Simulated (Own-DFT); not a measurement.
# Which defects push the lattice out? C11b WSi2

Everything here is calculated. The program is Own-DFT (plane waves, in-house, since retired, never reviewed by a person); positions were held fixed, and spin and spin-orbit coupling were off.

Method: PBE; PseudoDojo norm-conserving scalar-relativistic files; cutoff 50 hartree; 5 x 5 x 5 k mesh centred on Gamma; cold (Marzari-Vanderbilt) smearing of 0.2 eV.

Caveats: forces on such cells failed a check on a denser k mesh; stress not checked against mesh or cutoff.

All runs share one cell, with vectors in Å (-2.148, -5.953, 3.409); (-6.444, 2.976, 1.136); (-2.553, -2.948, -6.757) and a volume of 403.2 Å³. Atoms were moved at random from their sites; u is the rms move along one axis. The defect's site can differ from row to row.

```
              cell  formula   u (Å)  P (GPa)
         no defect  Si20W10  0.0187     4.26
         no defect  Si20W10  0.0465     6.23
         no defect  Si20W10  0.0539     6.28
     one W vacancy   Si20W9  0.0262     3.34
     one W vacancy   Si20W9  0.0485     4.83
     one W vacancy   Si20W9  0.0514     4.83
one Si on a W site   Si21W9  0.0292     6.38
one Si on a W site   Si21W9  0.0314        ?
one Si on a W site   Si21W9  0.0401     6.91
one Si on a W site   Si21W9  0.0499     7.35
    one Si vacancy  Si19W10  0.0300     3.07
    one Si vacancy  Si19W10  0.0453     3.76
    one Si vacancy  Si19W10  0.0454     3.73
one W on a Si site  Si19W11  0.0338    10.23
one W on a Si site  Si19W11  0.0493    11.18
one W on a Si site  Si19W11  0.0525    12.19
```

## Working it out

P = P0 + c u² + a shift for each defect gives P0 = 4.12 GPa, c = 812 ± 89 GPa/Å² and a scatter of 0.27 GPa. The shifts, and each times the cell's volume:

- one W on a Si site: 5.36 ± 0.22 GPa, 13.5 eV
- one Si on a W site: 1.42 ± 0.22 GPa, 3.6 eV
- one W vacancy: -1.32 ± 0.22 GPa, -3.3 eV
- one Si vacancy: -1.96 ± 0.22 GPa, -4.9 eV

Positive is outwards. The product with the volume (160.2 GPa Å³ to the eV) is nearly free of the cell's size; divided by the bulk modulus at the cell's pressure it gives the volume that the defect adds. The atoms around the defects weren't relaxed, which would change these numbers.

## Withheld run

The question: what pressure belongs in the blank (one Si on a W site, u = 0.0314 Å)?

The fitted form gives 6.34 ± 0.32 GPa. The hidden result is 6.07 GPa.
